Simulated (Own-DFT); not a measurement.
# How strain changes the stress of wurtzite AlN, 128 atoms (Al64N64)

These are calculations, not measurements. The program, named Own-DFT, is a retired in-house plane-wave density functional code that no person has reviewed. Each row is one single-point run on a periodic cell that was not relaxed, without spin or spin-orbit coupling.

Settings of every run: PBE; PseudoDojo norm-conserving scalar-relativistic files; cutoff 42 hartree; 3 x 3 x 3 k mesh centred on Gamma; Gaussian smearing of 0.01 eV.

Known limits: k mesh not checked against a denser one; stress not checked against mesh or cutoff.

Unstrained cell vectors in Å: (12.448, 0.000, 0.000); (-6.224, 10.780, 0.000); (0.000, 0.000, 9.964). The unstrained cell has measured lattice constants (interpolated for alloys), not those of this functional. That, the random moves and any unrelaxed bonds set the pressure at no strain. Each run strains this cell uniformly, with the atoms carried along. Every atom was also moved at random, by a Gaussian of width 0.05 Å on each axis. Strain is the symmetric tensor, in per cent. Stress is positive in tension, and the pressure is minus a third of its trace.

| run | e_xx (%) | e_yy (%) | e_zz (%) | e_yz (%) | e_xz (%) | e_xy (%) | s_xx (GPa) | s_yy (GPa) | s_zz (GPa) | s_yz (GPa) | s_xz (GPa) | s_xy (GPa) | P (GPa) | E (meV/atom) |
|---|---|---|---|---|---|---|---|---|---|---|---|---|---|---|
| 1 | -0.14 | -0.07 | 1.77 | -0.85 | 1.92 | 1.39 | -5.43 | -5.59 | 3.25 | -1.51 | 4.36 | 3.50 | 2.59 | 2.8 |
| 2 | 1.09 | -1.12 | -0.06 | 1.25 | -0.30 | -1.35 | -1.72 | -9.53 | -6.48 | 2.46 | -0.57 | -5.40 | 5.91 | 4.8 |
| 3 | 0.46 | 1.82 | -1.04 | 1.18 | -1.13 | -1.53 | -2.32 | 2.20 | -11.76 | 2.54 | -3.41 | -5.01 | 3.96 | 26.6 |
| 4 | -0.68 | -1.84 | -1.70 | -0.48 | -1.93 | 1.02 | -13.24 | -17.11 | -15.73 | -1.12 | -5.53 | 3.92 | 15.36 | 33.7 |
| 5 | 1.33 | 1.57 | -1.38 | -1.82 | -1.20 | 1.31 | -0.46 | 2.36 | -10.38 | -4.82 | -3.31 | 3.27 | 2.83 | 12.7 |
| 6 | -1.78 | -1.60 | -0.11 | -1.10 | 0.56 | -0.25 | -15.12 | -17.10 | -8.86 | -2.23 | 1.46 | -1.41 | 13.69 | 21.4 |
| 7 | 1.74 | -1.43 | -1.02 | -1.74 | -0.46 | 0.64 | 0.18 | -12.73 | -8.48 | -5.77 | -0.87 | 2.00 | 7.01 | 3.5 |
| 8 | 1.85 | 1.34 | 0.40 | -1.14 | -0.08 | -1.29 | 4.33 | 1.68 | -2.40 | -3.18 | -0.22 | -4.06 | -1.21 | 0.0 |
| 9 | 1.68 | 1.30 | 0.48 | 1.21 | 0.68 | -0.22 | 2.34 | 3.06 | -1.70 | 2.92 | 2.24 | -0.74 | -1.23 | 0.8 |
| 10 | 0.17 | -1.87 | -0.33 | 1.69 | -0.91 | -1.17 | -6.99 | -14.61 | -9.03 | 3.94 | -2.01 | -3.98 | 10.21 | 14.3 |
| 11 | -0.08 | -0.28 | -1.09 | 0.97 | -1.78 | -1.49 | -8.09 | -7.82 | -11.06 | 2.00 | -4.73 | -6.98 | 8.99 | 19.6 |
| 12 | -1.14 | 0.56 | -0.65 | -1.39 | 1.73 | -0.49 | -10.28 | -5.05 | -9.90 | -4.03 | 5.20 | 0.13 | 8.41 | 11.5 |
| 13 | -0.20 | -0.78 | -1.47 | -0.55 | -0.70 | -0.43 | -8.24 | -11.64 | -14.07 | -1.92 | -1.88 | -0.58 | 11.32 | 24.1 |
| 14 | -0.41 | 1.30 | -1.98 | 1.26 | 0.10 | 0.11 | -7.91 | -1.44 | -14.81 | 2.90 | 0.54 | 0.41 | 8.05 | 17.1 |
| 15 | -1.16 | -1.79 | -1.29 | -1.04 | 0.09 | -0.42 | -15.88 | -16.44 | -13.81 | -2.32 | 0.48 | -1.96 | 15.38 | 24.6 |
| 16 | -0.15 | -0.19 | -0.37 | 0.46 | 0.96 | -0.45 | ? | ? | ? | ? | ? | ? | ? | ? |

E is the free energy for each atom above the lowest run shown.

## Worked fit

Each stress component was fitted by least squares to a constant and the strains of the runs shown, as fractions, with shears doubled. Shear strains stay in the fit of a normal stress only where such slopes are resolved. The slopes, in GPa:

| stress | at no strain | per e_xx | per e_yy | per e_zz | scatter |
|---|---|---|---|---|---|
| s_xx | -6.0 | 449 ± 24 | 104 ± 19 | 91 ± 25 | 0.90 |
| s_yy | -6.2 | 115 ± 19 | 485 ± 15 | 62 ± 20 | 0.73 |
| s_zz | -6.1 | 95 ± 23 | 30 ± 19 | 483 ± 24 | 0.88 |

Each shear stress against twice its own strain: yz 127 ± 4, xz 152 ± 5, xy 156 ± 16 GPa. These are stiffnesses along x, y and z of the frame in which the cell vectors are given, which need not be the crystal's axes. The atoms are held to the strained lattice; where symmetry lets them move under strain, relaxing them would lower some slopes. The table should be nearly symmetric about its diagonal, and what it lacks of that shows the noise. A ninth of its sum, 213 ± 3 GPa, estimates the bulk modulus near the mean pressure of these runs, 7.4 GPa, so it lies above the value at zero pressure.

## Withheld run

Question: what normal stresses and pressure should run 16 give?

The fit gives s_xx = -7.2, s_yy = -7.5, s_zz = -8.1 and P = 7.6 GPa. The calculation gave -6.06, -7.79, -8.05 and P = 7.30 GPa.
